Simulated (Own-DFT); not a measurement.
SiC (2H silicon carbide, atoms displaced), SiC (4H silicon carbide, atoms displaced), GaP (zincblende, strained, atoms displaced) (calculated)

All values are calculated (Own-DFT development build). A calculation, not a measurement: plane-wave PBE density functional theory by an unreviewed code, no spin, of a simulated periodic cell, stress positive in tension, free energy of the whole cell less one offset for each atom, forces on such cells passed a denser k mesh, this cell's mesh not checked; offsets are fitted by least squares, one for each functional and potential file, so energies compare only between cells with the same atoms and settings and are not formation energies; the far tail of each file's local potential was reset to the Coulomb form; each entry is a single point on an unrelaxed cell, so the pressure reflects the starting lattice, mostly measured values (interpolated for alloys), from which strain is counted, and rises with the displacements; printed positions are rounded, which can move forces by about a meV/angstrom; the program, named Own-DFT, is a retired in-house code; no spin-orbit coupling.

Common to all runs: functional PBE; potential files PseudoDojo norm-conserving, scalar-relativistic, standard set; wave cutoff 42 hartree; occupations Fermi-Dirac; smearing width 0.1 eV.

(1) SiC (2H silicon carbide, atoms displaced)

```
SiC
1.0
      6.1654     0.0000     0.0000
     -3.0827     5.3394     0.0000
      0.0000     0.0000    10.0681
Si C Si C Si C Si C Si C Si C Si C Si C
2 2 2 2 2 2 2 2 2 2 2 2 2 2 2 2
Direct
  0.00145 0.00442 0.00335
  0.17341 0.33442 0.24889
  0.00562 0.00693 0.18955
  0.16085 0.33300 0.43744
  0.98936 0.00103 0.49654
  0.16769 0.33571 0.75274
  0.00445 0.99888 0.68394
  0.16822 0.33144 0.93984
  0.00343 0.50302 0.99916
  0.16656 0.83878 0.25081
  0.00521 0.50410 0.18377
  0.16990 0.83330 0.43562
  0.01077 0.49717 0.50025
  0.17739 0.84199 0.75010
  0.99137 0.49680 0.68135
  0.17084 0.83232 0.94016
  0.49468 0.99751 0.99903
  0.66903 0.33322 0.25166
  0.49450 0.99801 0.18526
  0.66228 0.33534 0.43651
  0.50979 0.00725 0.50281
  0.66899 0.33176 0.74666
  0.50114 0.01236 0.69017
  0.66423 0.32794 0.93745
  0.50440 0.50360 0.00382
  0.65787 0.82532 0.25255
  0.49341 0.49959 0.18615
  0.67418 0.83453 0.43124
  0.48888 0.49966 0.50138
  0.66397 0.82526 0.75597
  0.49548 0.50352 0.68512
  0.66033 0.83009 0.93963
```

* hardware: one NVIDIA H100
* k mesh: 5 x 5 x 3 centred on Gamma
* free energy of cell above offsets: -4.461 eV
* pressure: 4.02 GPa
* stress xx: -1.35 GPa
* stress yy: -3.13 GPa
* stress zz: -7.58 GPa
* stress yz: -0.17 GPa
* stress xz: 0.5 GPa
* stress xy: -1.05 GPa
* wall time: 119 s

Force:
```csv
element,x (eV/Å),y (eV/Å),z (eV/Å)
Si,0.1,-0.652,-0.436
Si,-1.591,0.198,0.081
C,-0.866,-0.918,-0.02
C,1.055,-0.362,-0.619
Si,2.434,-0.457,0.507
Si,-0.493,-0.582,-0.737
C,-1.006,0.166,1.027
C,-0.062,0.487,-0.258
Si,-0.262,-0.724,-0.059
Si,0.513,-0.664,-0.3
C,-0.387,-0.244,1.096
C,-0.054,0.28,0.924
Si,-2.661,1.182,-0.915
Si,-1.241,-1.13,-0.262
C,1.466,0.769,1.803
C,-1.196,0.174,-0.911
Si,0.632,0.426,0.504
Si,-0.021,-0.038,-0.877
C,0.64,0.337,0.609
C,0.62,0.285,0.716
Si,-0.962,-0.525,-1.048
Si,-0.881,1.288,0.838
C,1.551,-1.767,-0.517
C,0.08,0.906,-0.207
Si,-0.079,-0.833,-1.045
Si,0.195,1.317,-1.816
C,1.513,0.08,0.831
C,-1.761,-0.584,1.931
Si,1.367,0.176,-0.716
Si,0.146,1.336,-1.35
C,0.38,-0.302,0.856
C,0.831,0.374,0.367
```

(2) SiC (4H silicon carbide, atoms displaced)

```
SiC
1.0
     12.3308     0.0000     0.0000
     -6.1654    10.6788     0.0000
      0.0000     0.0000    10.0681
Si C Si C Si C Si C Si C Si C Si C Si C Si C Si C Si C Si C Si C Si C Si C Si C Si C Si C Si C Si C Si C Si C Si C Si C Si C Si C Si C Si C Si C Si C Si C Si C
2 2 2 2 2 2 2 2 2 2 2 2 2 2 2 2 2 2 2 2 2 2 2 2 2 2 2 2 2 2 2 2 2 2 2 2 2 2 2 2 2 2 2 2 2 2 2 2 2 2 2 2 2 2 2 2 2 2 2 2 2 2 2 2
Direct
  0.00364 0.00576 0.40275
  0.07847 0.16564 0.15548
  0.00139 0.00186 0.09371
  0.08321 0.16442 0.34002
  0.99936 0.24844 0.40790
  0.07929 0.42009 0.15476
  0.99812 0.24668 0.09275
  0.07834 0.41229 0.34757
  0.99867 0.50273 0.40951
  0.07889 0.66856 0.15625
  0.99965 0.50343 0.08827
  0.08213 0.66686 0.34436
  0.99983 0.75412 0.40669
  0.08165 0.91463 0.15709
  0.00040 0.75109 0.09680
  0.08577 0.92050 0.34127
  0.24781 0.99406 0.40896
  0.33284 0.17165 0.15826
  0.24804 0.99841 0.09904
  0.33368 0.16846 0.34606
  0.25414 0.25142 0.40548
  0.33233 0.41335 0.15892
  0.24800 0.24592 0.09244
  0.33656 0.42044 0.34114
  0.25230 0.49919 0.40561
  0.32600 0.66260 0.15528
  0.25001 0.50081 0.08949
  0.33653 0.67106 0.34801
  0.25096 0.75003 0.40608
  0.33504 0.91534 0.15992
  0.25147 0.75227 0.09372
  0.33434 0.91867 0.34675
  0.50126 0.99772 0.40218
  0.58469 0.16373 0.15843
  0.49792 0.99853 0.09699
  0.58062 0.16248 0.34417
  0.49509 0.24300 0.40500
  0.58340 0.41643 0.15657
  0.49779 0.24896 0.09283
  0.58311 0.41816 0.34015
  0.50289 0.49832 0.40783
  0.58302 0.66559 0.15581
  0.49596 0.50148 0.09258
  0.58284 0.66768 0.33803
  0.50259 0.74933 0.40587
  0.58711 0.91812 0.15200
  0.50241 0.74705 0.09672
  0.58312 0.91644 0.34609
  0.74586 0.99611 0.40313
  0.83554 0.16520 0.15730
  0.75046 0.99993 0.09745
  0.83621 0.16529 0.34672
  0.74916 0.24989 0.40517
  0.83962 0.42025 0.15195
  0.74969 0.24805 0.09583
  0.82767 0.41294 0.34398
  0.75475 0.50028 0.41093
  0.83101 0.66610 0.16095
  0.75145 0.50580 0.09261
  0.83927 0.67018 0.34264
  0.75368 0.75014 0.40922
  0.83217 0.91856 0.15946
  0.74797 0.75135 0.09785
  0.83247 0.91317 0.34653
  0.99935 0.00325 0.91151
  0.92098 0.83836 0.66232
  0.00687 0.00300 0.59436
  0.91898 0.83538 0.84115
  0.99736 0.74478 0.90726
  0.91258 0.58111 0.65342
  0.99686 0.75110 0.59071
  0.91377 0.58014 0.84241
  0.00407 0.50552 0.90307
  0.91543 0.33419 0.65826
  0.99758 0.49525 0.59509
  0.91842 0.33630 0.84037
  0.00280 0.25274 0.90130
  0.91558 0.07668 0.65247
  0.00678 0.25605 0.59624
  0.91567 0.08087 0.84761
  0.75307 0.99532 0.90444
  0.66206 0.82856 0.65601
  0.75270 0.00745 0.59236
  0.66743 0.83379 0.84465
  0.75068 0.74675 0.90682
  0.66655 0.57651 0.65647
  0.75131 0.74859 0.59408
  0.66882 0.58681 0.84363
  0.75022 0.49687 0.90320
  0.66674 0.33401 0.65451
  0.75191 0.49904 0.59316
  0.66657 0.32836 0.84597
  0.75079 0.24745 0.90843
  0.66881 0.08964 0.65223
  0.74862 0.25403 0.59243
  0.66153 0.08288 0.84340
  0.49941 0.00228 0.90361
  0.42063 0.83905 0.66327
  0.50494 0.00151 0.59880
  0.41748 0.83613 0.84179
  0.49755 0.74592 0.90731
  0.42184 0.58967 0.65659
  0.49892 0.74907 0.59824
  0.41663 0.58346 0.84506
  0.49871 0.49939 0.90964
  0.41367 0.33208 0.65441
  0.50247 0.49914 0.59291
  0.41708 0.33478 0.84586
  0.50004 0.25068 0.90580
  0.41887 0.08581 0.64764
  0.50034 0.24903 0.59579
  0.41762 0.08457 0.84380
  0.24814 0.99837 0.90410
  0.17305 0.83087 0.65853
  0.24854 0.99931 0.59394
  0.16743 0.83392 0.84614
  0.24547 0.74968 0.90531
  0.16534 0.58084 0.66047
  0.24958 0.74745 0.59572
  0.16346 0.57898 0.84076
  0.25055 0.49871 0.91116
  0.16719 0.33290 0.65233
  0.25221 0.50253 0.59760
  0.16593 0.33185 0.84495
  0.24626 0.25005 0.90550
  0.16476 0.08141 0.66272
  0.25123 0.25207 0.59764
  0.16902 0.08701 0.85118
```

- hardware: one NVIDIA H200
- k mesh: 3 x 3 x 3 centred on Gamma
- free energy of cell above offsets: -18.723 eV
- pressure: 3.79 GPa
- stress xx: -3.56 GPa
- stress yy: -3.28 GPa
- stress zz: -4.53 GPa
- stress yz: -0.21 GPa
- stress xz: 0.03 GPa
- stress xy: 0 GPa
- wall time: 530.4 s

Force:
```csv
element,x (eV/Å),y (eV/Å),z (eV/Å)
Si,0.091,-1.587,0.726
Si,1.343,0.268,-0.158
C,-0.623,-0.862,0.734
C,-0.049,1.564,0.816
Si,0.42,0.006,0.212
Si,1.298,-1.081,0.411
C,-0.425,1.428,-0.547
C,0.385,1.486,-0.896
Si,0.366,-1.081,-0.41
Si,1.484,0.058,0.306
C,0.522,0.284,0.405
C,0.056,0.301,0.124
Si,0.798,0.126,-0.134
Si,0.263,1.032,-0.33
C,-1.012,-0.417,-0.863
C,-0.319,-0.66,0.775
Si,-0.622,1.506,-0.581
Si,0.895,-1.764,-0.366
C,0.513,0.36,-0.812
C,0.003,-1.067,-0.073
Si,-1.096,0.004,0.386
Si,-0.491,0.364,-1.256
C,-1.111,1.129,0.386
C,0.099,-0.898,1.109
Si,-1.111,0.556,0.579
Si,1.674,1.235,0.541
C,-0.502,-0.866,1.925
C,-0.256,-1.238,-0.891
Si,-0.302,-0.021,0.491
Si,-1.088,0.587,-0.484
C,-0.781,-0.873,-0.049
C,0.4,-0.889,0.034
Si,-0.368,0.094,1.498
Si,-1.093,0.521,-0.583
C,0.84,0.104,-0.84
C,0.355,0.504,0.194
Si,0.65,1.799,0.172
Si,-0.21,0.219,-0.795
C,0.706,0.226,0.489
C,1.064,-0.722,1.379
Si,-0.582,0.97,-0.825
Si,-0.098,-0.059,-0.134
C,1.148,-0.666,0.568
C,1.046,-0.463,1.986
Si,-0.383,0.177,0.223
Si,-1.009,-1.067,0.851
C,-1.714,0.62,-0.73
C,0.156,-0.511,-0.952
Si,0.951,0.85,0.894
Si,-0.651,0.327,0.182
C,0.258,0.259,-1.027
C,-1.049,-0.15,-0.421
Si,0.327,-0.581,-0.022
Si,-2.137,-0.86,0.728
C,0.537,0.561,-0.078
C,1.359,0.984,-0.459
Si,-1.455,0.15,-1.834
Si,0.064,0.732,-1.077
C,0.535,-1.356,-0.148
C,-0.86,-1.088,1.076
Si,-0.72,-0.53,-0.572
Si,0.785,-0.632,-0.218
C,0.949,-0.116,-0.791
C,0.076,1.073,0.028
Si,0.908,-0.777,-0.76
Si,-0.298,-0.955,-1.941
C,-1.105,-0.615,-0.581
C,0.078,-0.138,2.116
Si,-0.345,1.162,-0.218
Si,1.391,1.029,0.357
C,1.211,-0.157,1.122
C,0.365,0.619,-0.198
Si,-0.744,-1.537,-0.242
Si,0.457,-0.629,-0.826
C,-0.357,1.503,-0.052
C,-0.114,-0.372,1.374
Si,-0.82,-0.798,0.676
Si,-0.169,1.909,0.892
C,-1.355,-1.903,-0.47
C,0.166,0.832,-1.224
Si,-2.008,1.021,0.515
Si,1.06,1.417,0.149
C,0.067,-1.796,-0.173
C,0.114,-1.186,-0.075
Si,-0.355,1.347,0.234
Si,-0.66,1.744,0.084
C,-0.152,0.045,0.476
C,0.169,-1.808,0.019
Si,-0.889,0.198,0.77
Si,-0.12,-0.427,0.841
C,-0.683,-0.484,0.292
C,-0.409,1.019,-0.487
Si,0.035,-0.036,-0.323
Si,0.484,-0.498,1.241
C,0.864,-0.26,-0.25
C,2.079,0.111,-0.003
Si,-0.127,-0.401,0.818
Si,-0.138,-1.129,-1.669
C,-1.03,-0.05,-1.902
C,-0.188,-0.91,1.869
Si,0.08,1.255,0.348
Si,-0.27,-2.046,0.406
C,-0.163,1.073,-1.195
C,-0.038,-0.372,-0.153
Si,0.274,0.286,-0.845
Si,0.861,0.472,0.979
C,-0.528,0.083,0.211
C,-0.248,-0.2,-0.468
Si,-0.18,-0.385,0.115
Si,0.004,-0.993,2.014
C,-0.42,0.82,-1.079
C,-0.801,-0.19,-0.656
Si,0.647,0.944,1.474
Si,-2.205,0.284,-0.469
C,0.488,-0.144,0.416
C,-0.746,-0.669,-0.419
Si,1.631,-0.007,0.159
Si,0.087,0.095,-1.524
C,0.762,0.263,-0.184
C,0.759,1.229,1.504
Si,-0.199,-0.006,-2.02
Si,0.401,1.111,1.254
C,0.449,-0.353,-0.774
C,0.083,0.707,-0.488
Si,1.364,0.531,0.503
Si,0.892,1.002,-0.305
C,-0.126,-1.038,-1.092
C,-0.538,-1.207,-1.029
```

(3) GaP (zincblende, strained, atoms displaced)

```
GaP
1.0
     10.8620     0.0000     0.0000
      0.0000    10.8620     0.0000
      0.0000     0.0000    10.9361
Ga P Ga P Ga P Ga P Ga P Ga P Ga P Ga P
4 4 4 4 4 4 4 4 4 4 4 4 4 4 4 4
Direct
  0.00500 0.00992 0.00363
  0.99964 0.24416 0.24770
  0.24895 0.00357 0.25259
  0.24638 0.24580 0.00763
  0.12193 0.13188 0.12389
  0.12994 0.36734 0.37289
  0.37679 0.12343 0.38145
  0.37202 0.36930 0.12088
  0.99378 0.00106 0.50715
  0.99008 0.24995 0.74362
  0.25877 0.00172 0.75083
  0.24809 0.24796 0.49745
  0.12068 0.12900 0.62186
  0.12012 0.36648 0.86532
  0.38328 0.11635 0.86553
  0.37473 0.37360 0.61472
  0.99933 0.50231 0.99790
  0.97848 0.76172 0.24898
  0.24388 0.50140 0.25025
  0.24797 0.75033 0.00613
  0.12781 0.62535 0.12753
  0.12349 0.86916 0.37778
  0.37594 0.62998 0.37731
  0.37500 0.87152 0.12813
  0.99352 0.49653 0.50326
  0.00250 0.74681 0.74431
  0.25664 0.50093 0.74163
  0.25171 0.74784 0.50269
  0.13220 0.62139 0.62447
  0.12359 0.87662 0.87813
  0.37142 0.63226 0.87772
  0.37015 0.87115 0.61930
  0.50012 0.00224 0.99251
  0.50010 0.24736 0.24938
  0.74721 0.00272 0.24625
  0.74694 0.25034 0.00318
  0.62610 0.12549 0.11963
  0.63113 0.36810 0.37206
  0.87187 0.12994 0.37374
  0.88213 0.36719 0.12252
  0.50274 0.00076 0.50193
  0.50511 0.24979 0.75802
  0.75909 0.00509 0.74838
  0.74924 0.25230 0.50143
  0.62398 0.12259 0.62098
  0.61544 0.37160 0.86924
  0.87944 0.12157 0.87535
  0.88029 0.37303 0.62025
  0.49720 0.49860 0.99630
  0.50365 0.74835 0.25676
  0.74258 0.49437 0.24574
  0.75701 0.75396 0.00507
  0.63105 0.62488 0.12010
  0.63019 0.87303 0.37846
  0.86979 0.63015 0.37319
  0.87662 0.88140 0.11755
  0.49854 0.49983 0.49864
  0.50151 0.75083 0.74938
  0.75115 0.49474 0.74995
  0.75189 0.74569 0.50938
  0.62036 0.62941 0.62590
  0.61840 0.87539 0.87794
  0.87381 0.62001 0.88017
  0.87132 0.86832 0.62612
```

- k mesh: 3 x 3 x 3 centred on Gamma
- free energy of cell above offsets: -33.075 eV
- pressure: 3.62 GPa
- stress xx: -3.71 GPa
- stress yy: -3.89 GPa
- stress zz: -3.27 GPa
- stress yz: 0.19 GPa
- stress xz: -0.58 GPa
- stress xy: -0.75 GPa

Force:
```csv
element,x (eV/Å),y (eV/Å),z (eV/Å)
Ga,0.094,-0.894,-0.718
Ga,-0.045,0.668,0.765
Ga,-0.076,-0.575,0.037
Ga,0.423,0.327,-2.084
P,0.626,-1.218,0.864
P,-1.115,0.811,-0.064
P,0.005,0.082,-0.748
P,0.423,0.812,0.717
Ga,0.36,-0.352,-0.902
Ga,0.942,-0.597,0.601
Ga,-1.488,-0.694,-0.775
Ga,0.129,-0.17,0.227
P,0.451,-0.549,0.643
P,0.789,0.851,0.658
P,-0.888,1.486,1.231
P,0.456,-0.42,1.123
Ga,0.964,-0.771,0.235
Ga,2.045,-0.832,0.427
Ga,0.856,-0.244,0.214
Ga,-0.108,0.315,-0.273
P,-1.486,0.336,0.019
P,-0.565,0.759,-0.235
P,-0.173,-0.977,-0.412
P,0.367,0.806,-0.007
Ga,1.376,0.901,-1.34
Ga,0.085,-0.121,0.833
Ga,-0.08,-0.604,1.091
Ga,-0.58,-0.061,-0.63
P,-1.078,0.071,-0.368
P,0.243,0.07,-0.319
P,0.249,-0.761,-0.486
P,0.941,0.659,0.736
Ga,-0.179,-0.603,1.278
Ga,-0.165,-0.109,-0.013
Ga,0.139,-0.185,0.373
Ga,0.445,0.192,-0.874
P,-0.716,-0.302,0.386
P,-1.114,0.74,0.257
P,0.122,-0.831,0.18
P,-0.758,0.983,0.071
Ga,-0.312,-0.845,-0.34
Ga,-1.147,-0.77,-2.219
Ga,-1.137,-0.8,0.224
Ga,0.07,-0.431,-0.039
P,0.638,0.615,0.904
P,1.862,1.023,1.299
P,-0.649,0.889,0.09
P,-1.659,0.171,0.5
Ga,-0.182,0.413,0.159
Ga,0.183,0.149,-0.682
Ga,1.125,0.165,-0.088
Ga,-0.823,-0.242,-1.085
P,-0.88,-0.123,0.355
P,-0.002,0.273,-0.064
P,-0.177,-1.195,0.243
P,-0.383,0.934,0.284
Ga,0.502,-0.005,-0.471
Ga,-0.684,0.324,0.284
Ga,-0.312,0.377,-0.154
Ga,-0.495,0.068,-0.947
P,0.473,-1.215,0.16
P,1.611,-0.181,-0.597
P,-0.121,0.72,-0.941
P,0.584,0.684,0.407
```

(4) SiC (2H silicon carbide, atoms displaced)

```
SiC
1.0
      6.1654     0.0000     0.0000
     -3.0827     5.3394     0.0000
      0.0000     0.0000    10.0681
Si C Si C Si C Si C Si C Si C Si C Si C
2 2 2 2 2 2 2 2 2 2 2 2 2 2 2 2
Direct
  1.00000 0.00528 0.00306
  0.17227 0.33682 0.24545
  0.00173 0.00191 0.18687
  0.16967 0.33013 0.44063
  0.01622 0.00856 0.50573
  0.16693 0.32500 0.75200
  0.99754 0.00358 0.69244
  0.16687 0.33219 0.93763
  0.99776 0.50538 0.00381
  0.16763 0.83979 0.24743
  0.99406 0.50487 0.18776
  0.16002 0.82652 0.43735
  0.00006 0.49419 0.49952
  0.16626 0.83678 0.75334
  0.00163 0.51023 0.68481
  0.16974 0.83041 0.93789
  0.50436 0.00476 0.00184
  0.66459 0.32989 0.25230
  0.50205 0.99966 0.18309
  0.66203 0.33084 0.44056
  0.49586 0.99736 0.50230
  0.66678 0.33360 0.74778
  0.51286 0.00227 0.68901
  0.67756 0.32605 0.93548
  0.50991 0.50348 0.99859
  0.67661 0.84071 0.25058
  0.49959 0.50390 0.18882
  0.66493 0.82653 0.44040
  0.49732 0.50290 0.50268
  0.66954 0.83210 0.75021
  0.50278 0.50461 0.68300
  0.66167 0.82206 0.93918
```

- hardware: one NVIDIA H100
- k mesh: 5 x 5 x 3 centred on Gamma
- free energy of cell above offsets: -4.682 eV
- pressure: 3.75 GPa
- stress xx: -0.44 GPa
- stress yy: -4.33 GPa
- stress zz: -6.48 GPa
- stress yz: 0.67 GPa
- stress xz: -0.01 GPa
- stress xy: -0.73 GPa
- wall time: 125.4 s

Force:
```csv
element,x (eV/Å),y (eV/Å),z (eV/Å)
Si,0.463,-0.79,-1.232
Si,-0.846,0.183,1.038
C,0.019,0.578,0.269
C,-0.401,0.401,-0.995
Si,-1.504,-1.547,-0.771
Si,-0.915,2.117,-0.26
C,1.137,-0.48,-0.498
C,0.213,0.481,0.683
Si,1.251,-0.467,-1.005
Si,0.553,-0.545,0.621
C,0.838,-0.311,0.573
C,0.63,0.616,-0.038
Si,-0.603,0.248,-0.017
Si,0.883,-0.162,-0.63
C,0.699,-0.91,0.849
C,-0.678,0.915,0.72
Si,0.182,-1.184,-1.147
Si,-0.493,0.368,-0.003
C,-0.059,0.244,1.507
C,0.254,-0.175,-0.308
Si,0.621,-0.238,-0.506
Si,0.637,0.409,-0.2
C,-1.659,-0.21,0.116
C,-1.56,0.924,0.141
Si,-0.467,-1.568,0.387
Si,-0.898,-0.862,0.536
C,0.918,0.02,-0.391
C,0.221,1.59,-0.284
Si,0.849,-0.305,-1.12
Si,-0.445,-0.239,0.402
C,-0.121,-0.825,1.879
C,0.284,1.723,-0.313
```
